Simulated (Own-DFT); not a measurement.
# Shaking the atoms of grey tin, 64 atoms (Sn64)

These are calculations, not measurements. They come from Own-DFT, an in-house plane-wave density functional program, since retired, whose code no person has reviewed. Each row is one single-point run on a periodic cell that was not relaxed, without spin or spin-orbit coupling.

Settings of every run: PBE; PseudoDojo norm-conserving scalar-relativistic files; cutoff 42 hartree; 3 x 3 x 3 k mesh centred on Gamma; cold (Marzari-Vanderbilt) smearing of 0.2 eV.

Known limits: forces on such cells moved up to 12 meV/angstrom on a denser k mesh; stress not checked against mesh or cutoff.

Cell vectors in Å: (12.978, 0.000, 0.000); (0.000, 12.978, 0.000); (0.000, 0.000, 12.978). In each run every atom was moved at random and independently from its ideal site; u is the rms move along one axis. E is the free energy for each atom above the fitted value at u = 0, and F the rms of the force components.

```
run   u (Å)  E (meV/atom)  F (eV/Å)  largest force (eV/Å)  P (GPa)
  1  0.0179           4.7     0.221                  0.75     3.38
  2  0.0188           4.3     0.202                  0.66     3.37
  3  0.0499             ?         ?                     ?        ?
  4  0.0501          36.8     0.583                  1.75     3.69
  5  0.1047         139.3     1.283                  5.12     4.63
  6  0.1097         165.6     1.514                 10.93     4.89
  7  0.1382         205.3     1.429                  5.30     5.18
```

## Worked fit

For small independent moves the energy grows as E = (3/2) K u², with K the mean stiffness felt by one atom. The runs with u up to 0.11 Å give K = 9.1 ± 0.4 eV/Å², with residuals divided by u² + 0.0006 Å², since the noise grows with the moves. The scatter is 2.5 meV/atom at u = 0.05 Å. The forces follow F = G u with G = 12.2 eV/Å²; no force at u = 0 is resolved. G exceeds K because the moves of its neighbours add to the force on an atom, and stiffness differs between atoms. The pressure follows P = 3.35 + 124 u² GPa: at fixed volume, shortened bonds push harder than stretched ones pull.

## Withheld run

Question: what energy and rms force should run 3 give?

The fit gives 34 ± 3 meV/atom and about 0.61 eV/Å. The calculation gave 34.3 meV/atom and 0.569 eV/Å.
